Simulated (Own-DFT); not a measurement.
Simulation results for Si7Ge (diamond-structure random alloy, atoms displaced), InGa3As4 (zincblende random alloy, strained, atoms displaced)

Computed with Own-DFT development build. A calculation, not a measurement: plane-wave density functional theory by an unreviewed code, no spin, of a simulated periodic cell, stress positive in tension, run twice, with PBE and with PBEsol, both on files made for PBE, so the change isn't that of files made for PBEsol, forces on such cells passed a denser k mesh, this cell's mesh not checked; the far tail of each file's local potential was reset to the Coulomb form; each entry is a single point on an unrelaxed cell, so the pressure reflects the starting lattice, mostly measured values (interpolated for alloys), from which strain is counted, and rises with the displacements; printed positions are rounded, which can move forces by about a meV/angstrom; the program, named Own-DFT, is a retired in-house code; no spin-orbit coupling; stress was not checked against mesh or cutoff.

Common to all runs: functional PBE, then PBEsol; potential files PseudoDojo norm-conserving, scalar-relativistic, standard set; wave cutoff 42 hartree; occupations Fermi-Dirac; smearing width 0.1 eV; k mesh 3 x 3 x 3 centred on Gamma.

(1) Si7Ge (diamond-structure random alloy, atoms displaced)

```xyz
64
Lattice="10.9187 0.0000 0.0000 0.0000 10.9187 0.0000 0.0000 0.0000 10.9187" Properties=species:S:1:pos:R:3 Si7Ge
Si    10.8590     0.0335    10.9065
Si    10.9098     2.7212     2.7043
Si     2.7753    10.9163     2.7206
Si     2.6688     2.7715    10.9112
Si     1.3427     1.3408     1.3536
Si     1.3321     4.0584     4.0608
Si     4.0485     1.3666     4.0377
Si     4.0834     4.1568     1.3247
Si     0.0503     0.0382     5.4422
Si     0.0073     2.7342     8.1962
Si     2.7427     0.0150     8.1427
Si     2.7129     2.7211     5.4239
Si     1.3942     1.3436     6.8888
Si     1.3849     4.0853     9.5167
Si     4.0616     1.3656     9.6068
Si     4.0948     4.1107     6.8178
Si    10.8886     5.4348     0.0316
Si     0.0418     8.1592     2.7065
Si     2.7574     5.3770     2.7150
Si     2.7436     8.2034    10.8987
Si     1.3473     6.8170     1.3326
Si     1.3803     9.5139     4.0997
Si     4.0867     6.8296     4.0856
Si     4.1077     9.5704     1.3859
Si    10.8757     5.4403     5.4897
Si    10.8753     8.1682     8.1609
Si     2.7383     5.4165     8.2298
Si     2.7273     8.1528     5.4726
Si     1.3740     6.8221     6.8285
Ge     1.3277     9.5589     9.5426
Si     4.0904     6.8170     9.5217
Si     4.0835     9.6169     6.8088
Si     5.4271    10.8687     0.0120
Si     5.5144     2.7707     2.6939
Si     8.1454    10.9146     2.7205
Si     8.1945     2.7433    10.9103
Si     6.8484     1.4205     1.3452
Si     6.8039     4.0610     4.0897
Si     9.5383     1.3723     4.1119
Si     9.5644     4.0920     1.3313
Ge     5.4687    10.8900     5.4640
Si     5.4565     2.7567     8.2078
Si     8.2180    10.9133     8.2320
Si     8.1738     2.7447     5.4379
Si     6.8557     1.4167     6.7842
Ge     6.7950     4.0910     9.4786
Si     9.5568     1.3613     9.5635
Si     9.4832     4.0613     6.8698
Si     5.4764     5.4511     0.0093
Si     5.4566     8.1519     2.7866
Ge     8.2422     5.4589     2.6952
Si     8.1719     8.1883    10.9071
Si     6.8221     6.8503     1.4001
Si     6.8117     9.5742     4.1150
Si     9.5367     6.7717     4.0662
Ge     9.5737     9.5503     1.4213
Si     5.4537     5.5177     5.4916
Ge     5.4209     8.2199     8.2212
Si     8.2078     5.4541     8.1536
Si     8.1976     8.1535     5.4788
Ge     6.8343     6.8285     6.7972
Si     6.8353     9.5571     9.5255
Si     9.5310     6.8335     9.5453
Ge     9.5112     9.5503     6.7764
```

| Property | Result |
| --- | --- |
| PBE pressure | 2.21 GPa |
| PBE stress xx | -2.24 GPa |
| PBE stress yy | -2.2 GPa |
| PBE stress zz | -2.21 GPa |
| PBE stress yz | -0.3 GPa |
| PBE stress xz | 0.21 GPa |
| PBE stress xy | -0.31 GPa |
| PBEsol pressure | 0.71 GPa |
| PBEsol stress xx | -0.73 GPa |
| PBEsol stress yy | -0.7 GPa |
| PBEsol stress zz | -0.71 GPa |
| PBEsol stress yz | -0.3 GPa |
| PBEsol stress xz | 0.22 GPa |
| PBEsol stress xy | -0.31 GPa |
| rms change of force components from PBE to PBEsol | 0.035 eV/Å |

Force:
```tsv
force element	PBE force x (eV/Å)	PBE force y (eV/Å)	PBE force z (eV/Å)	PBEsol force x (eV/Å)	PBEsol force y (eV/Å)	PBEsol force z (eV/Å)
Si	0.558	-0.103	0.317	0.551	-0.203	0.321
Si	-0.246	-0.259	0.027	-0.249	-0.261	0.023
Si	-0.971	-0.246	-0.123	-0.967	-0.248	-0.12
Si	0.478	-0.466	0.378	0.469	-0.458	0.382
Si	0.18	0.103	0.034	0.183	0.094	0.034
Si	-0.003	0.341	0.44	-0.01	0.344	0.434
Si	0.901	0.531	0.258	0.94	0.491	0.298
Si	0.39	-1.053	-0.037	0.386	-1.05	-0.048
Si	-0.127	-0.191	0.002	-0.162	-0.228	0.042
Si	-0.203	-0.233	-0.064	-0.201	-0.229	-0.063
Si	0.211	-0.014	0.944	0.174	-0.062	0.991
Si	-0.002	0.014	0.404	-0.001	0.01	0.403
Si	-0.364	0.665	-0.96	-0.366	0.661	-0.945
Si	-0.819	0.286	0.564	-0.819	0.287	0.557
Si	0.174	0.078	-0.442	0.169	0.079	-0.431
Si	-0.078	-0.238	-0.126	-0.076	-0.237	-0.128
Si	0.433	0.339	-0.987	0.431	0.334	-0.979
Si	-0.107	-0.305	0.784	-0.161	-0.252	0.729
Si	-0.695	1.126	0.319	-0.689	1.114	0.325
Si	0.067	-0.293	0.338	0.025	-0.238	0.287
Si	0.718	-0.307	0.15	0.716	-0.306	0.142
Si	0.119	0.358	-0.163	0.116	0.356	-0.161
Si	-0.305	-0.561	0.17	-0.31	-0.557	0.164
Si	0.012	-0.85	0.061	0.013	-0.85	0.064
Si	0.296	-0.184	-0.169	0.29	-0.184	-0.159
Si	0.268	-0.186	0.018	0.262	-0.088	0.011
Si	-0.024	0.57	-0.788	-0.02	0.564	-0.779
Si	0.198	0.471	0.02	0.207	0.465	0.027
Si	-0.233	-0.484	0.277	-0.227	-0.478	0.278
Ge	0.097	0.097	-0.176	0.091	0.096	-0.174
Si	-0.174	-0.354	0.961	-0.116	-0.299	0.895
Si	-0.49	-0.972	0.042	-0.382	-0.962	0.024
Si	0.702	0.754	-0.148	0.699	0.741	-0.149
Si	-1.124	-0.337	-0.069	-1.117	-0.333	-0.072
Si	0.052	0.516	0.475	0.101	0.463	0.419
Si	0.137	-0.035	-0.286	0.09	0.017	-0.333
Si	-0.347	-0.783	-0.15	-0.343	-0.778	-0.158
Si	0.025	0.898	0.346	0.066	0.942	0.308
Si	0.114	-0.118	-0.38	0.108	-0.122	-0.376
Si	0.114	-0.637	0.052	0.056	-0.582	0.107
Ge	-0.199	1.102	-0.247	-0.194	1.075	-0.239
Si	-0.803	-1.144	-0.852	-0.741	-1.083	-0.784
Si	-0.594	0.575	-0.614	-0.542	0.52	-0.663
Si	0.227	-0.006	-0.019	0.23	0	-0.029
Si	-0.188	-0.426	1.024	-0.229	-0.47	0.971
Ge	0.675	0.443	0.95	0.66	0.436	0.925
Si	-0.112	0.47	-0.104	-0.112	0.474	-0.11
Si	0.834	-0.057	-0.609	0.818	-0.069	-0.6
Si	-0.118	0.814	-0.167	-0.057	0.76	-0.218
Si	0.059	0.727	-0.431	0.059	0.718	-0.421
Ge	-0.949	-0.497	0.113	-0.927	-0.486	0.109
Si	-0.098	0.022	0.094	-0.051	0.066	0.141
Si	-0.202	-0.087	-0.596	-0.147	-0.133	-0.54
Si	0.567	-0.942	-0.352	0.51	-0.879	-0.289
Si	0.835	0.976	0.715	0.768	0.914	0.645
Ge	-0.33	-0.051	-0.591	-0.321	-0.05	-0.581
Si	-0.323	-0.993	-0.89	-0.259	-0.922	-0.826
Ge	0.07	0.125	-0.573	0.106	0.087	-0.598
Si	-0.031	0.398	0.525	-0.134	0.406	0.523
Si	-0.142	0.255	-1.484	-0.143	0.251	-1.361
Ge	0.006	0.059	0.583	-0.029	0.094	0.609
Si	0.025	0.305	0.774	-0.028	0.25	0.71
Si	0.137	-0.395	0.159	0.135	-0.388	0.161
Ge	0.719	0.39	0.277	0.702	0.379	0.274
```

(2) InGa3As4 (zincblende random alloy, strained, atoms displaced)

```xyz
64
Lattice="11.3081 0.0926 0.1424 0.0926 11.4676 -0.0241 0.1424 -0.0241 11.4073" Properties=species:S:1:pos:R:3 InGa3As4
In     0.1598     0.0445    11.3406
Ga    11.3453     2.9454     2.9021
Ga     3.0416    11.4805     2.8623
Ga     2.9804     2.9410    11.3736
As     1.4471     1.3990     1.4463
As     1.4910     4.1959     4.2453
As     4.3347     1.4389     4.3859
As     4.2438     4.2858     1.5131
Ga    11.3706     0.1021     5.8701
Ga    11.3873     2.8625     8.6920
Ga     2.9392    11.4236     8.5245
In     2.8694     2.8705     5.7256
As     1.4211     1.4325     7.1795
As     1.4885     4.4243     9.9647
As     4.3863     1.5228    10.0272
As     4.3764     4.3861     7.2074
Ga     0.2599     5.6866    11.3668
Ga     0.1316     8.5544     2.8317
Ga     3.0235     5.7569     2.9140
Ga     2.8565     8.5727     0.0481
As     1.4213     7.2399     1.3770
As     1.5761    10.0041     4.2562
As     4.2995     7.1421     4.3873
As     4.3569    10.0888     1.4121
In    11.3849     5.7844     5.7987
Ga     0.2491     8.6325     8.4740
Ga     2.9743     5.7299     8.6535
Ga     2.9011     8.5968     5.6919
As     1.5769     7.0709     7.1576
As     1.6273    10.0441     9.9889
As     4.4245     7.2348    10.0916
As     4.3624    10.0491     7.1306
In     5.8312     0.0649    11.4391
In     5.6300     2.9077     2.9467
In     8.6077    11.4874     2.8887
Ga     8.6697     2.9509    11.4955
As     7.1072     1.4325     1.4901
As     7.2044     4.3280     4.3452
As     9.9844     1.4985     4.4069
As     9.9910     4.4157     1.5434
Ga     5.7669    11.4417     5.7288
Ga     5.7734     2.9954     8.5787
Ga     8.4924     0.0568     8.5708
Ga     8.5656     2.9597     5.7658
As     7.1461     1.5012     7.2331
As     7.1936     4.3200    10.1453
As    10.0794     1.5267     9.9944
As     9.9863     4.3841     7.1939
Ga     5.7179     5.8110     0.0743
Ga     5.7347     8.6394     2.8889
Ga     8.5236     5.7848     3.0850
Ga     8.5560     8.7019     0.1071
As     7.1050     7.2559     1.5442
As     7.1398    10.0956     4.3581
As     9.9242     7.2200     4.4101
As     9.9558    10.1251     1.5498
In     5.7755     5.7249     5.7913
Ga     5.8407     8.6110     8.6339
Ga     8.6300     5.7712     8.5632
In     8.6560     8.6252     5.6894
As     7.2159     7.2376     7.1697
As     7.2741    10.1155    10.0532
As    10.0304     7.2073    10.0355
As    10.0771    10.0416     7.1885
```

| Quantity | Value |
| --- | --- |
| PBE pressure | 7.31 GPa |
| PBE stress xx | -7.7 GPa |
| PBE stress yy | -6.93 GPa |
| PBE stress zz | -7.29 GPa |
| PBE stress yz | -0.65 GPa |
| PBE stress xz | 2.37 GPa |
| PBE stress xy | 2.07 GPa |
| PBEsol pressure | 4.11 GPa |
| PBEsol stress xx | -4.52 GPa |
| PBEsol stress yy | -3.73 GPa |
| PBEsol stress zz | -4.09 GPa |
| PBEsol stress yz | -0.62 GPa |
| PBEsol stress xz | 2.29 GPa |
| PBEsol stress xy | 1.98 GPa |
| rms change of force components from PBE to PBEsol | 0.037 eV/Å |

Force:
```tsv
force element	PBE force x (eV/Å)	PBE force y (eV/Å)	PBE force z (eV/Å)	PBEsol force x (eV/Å)	PBEsol force y (eV/Å)	PBEsol force z (eV/Å)
In	-0.821	-0.137	0.897	-0.784	-0.14	0.865
Ga	0.069	-0.179	0.489	0.076	-0.18	0.474
Ga	-0.419	0.111	0.166	-0.403	0.096	0.148
Ga	-0.58	-0.084	0.325	-0.545	-0.096	0.318
As	1.315	1.052	0.553	1.252	1.028	0.53
As	-0.266	1.023	-2.14	-0.258	0.998	-2.044
As	-0.321	-2.027	-0.066	-0.312	-1.945	-0.068
As	-0.492	1.371	-1.852	-0.472	1.334	-1.768
Ga	-0.051	-0.299	-0.202	-0.056	-0.293	-0.196
Ga	0.23	1.935	-0.413	0.214	1.845	-0.408
Ga	0.548	0.764	0.357	0.518	0.724	0.341
In	0.429	0.14	1.263	0.412	0.127	1.207
As	0.215	-1.084	0.193	0.206	-1.041	0.186
As	0.887	-2.235	-0.783	0.874	-2.144	-0.738
As	-1.05	0.27	-1.477	-1.006	0.273	-1.408
As	-1.17	-1.13	1.348	-1.121	-1.092	1.302
Ga	-1.578	1.439	0.815	-1.522	1.383	0.775
Ga	-0.811	0.614	0.324	-0.781	0.591	0.297
Ga	-1.425	0.136	-0.167	-1.362	0.109	-0.156
Ga	0.123	1.122	0.014	0.12	1.077	0.005
As	0.744	-1.371	0.487	0.723	-1.307	0.465
As	-0.364	0.439	-0.124	-0.347	0.42	-0.106
As	-0.033	1.238	-1.263	-0.034	1.19	-1.221
As	-0.849	-1.315	0.711	-0.817	-1.255	0.702
In	0.844	0.401	-0.186	0.807	0.375	-0.173
Ga	-0.379	-0.408	0.625	-0.371	-0.407	0.596
Ga	0.503	0.713	-0.038	0.472	0.683	-0.051
Ga	0.05	-0.081	0.672	0.055	-0.09	0.641
As	0.632	1.028	0.224	0.601	1.011	0.214
As	1.065	-1.784	-1.08	1.023	-1.706	-1.053
As	0.124	-0.742	-0.58	0.115	-0.714	-0.551
As	0.133	-0.561	0.18	0.123	-0.528	0.17
In	-0.969	0.586	0.215	-0.932	0.559	0.211
In	1.33	-0.158	-0.23	1.287	-0.161	-0.227
In	-0.611	1.2	1.699	-0.596	1.156	1.635
Ga	0.194	-0.351	0.278	0.181	-0.344	0.258
As	0.778	1.962	-0.447	0.743	1.891	-0.425
As	0.469	-0.655	-0.076	0.445	-0.619	-0.058
As	0.364	0.55	0.23	0.345	0.537	0.22
As	-0.578	0.106	-0.059	-0.549	0.09	-0.05
Ga	0.204	0.56	0.747	0.191	0.533	0.707
Ga	0.053	-0.361	0.718	0.047	-0.361	0.697
Ga	0.912	-0.183	0.361	0.878	-0.181	0.346
Ga	0.278	-0.531	0.48	0.274	-0.512	0.457
As	-0.371	0.074	-0.932	-0.353	0.077	-0.891
As	0.404	0.289	-1.065	0.386	0.287	-1.03
As	-2.372	-0.059	0.137	-2.271	-0.043	0.146
As	-0.719	-1.841	1.214	-0.702	-1.762	1.167
Ga	-0.422	0.007	0.593	-0.404	0	0.568
Ga	-0.632	0.269	0.597	-0.596	0.254	0.565
Ga	0.377	0.432	-1.483	0.368	0.414	-1.423
Ga	-0.007	-0.252	-0.151	-0.007	-0.244	-0.147
As	0.687	-0.646	-0.252	0.65	-0.61	-0.236
As	-1.103	-0.45	-0.418	-1.054	-0.432	-0.404
As	2.134	-1.283	-3.243	2.061	-1.248	-3.122
As	1.75	-2.468	-1.36	1.681	-2.371	-1.314
In	0.59	0.826	-0.223	0.567	0.802	-0.218
Ga	-0.098	0.505	-0.094	-0.092	0.482	-0.095
Ga	-0.55	0.204	0.906	-0.519	0.2	0.865
In	-1.578	1.984	1.674	-1.532	1.912	1.628
As	-0.097	-0.217	1.563	-0.093	-0.218	1.504
As	1.278	-1.806	-1.529	1.226	-1.73	-1.471
As	0.532	0.182	0.146	0.516	0.182	0.145
As	0.473	1.165	0.73	0.459	1.134	0.696
```
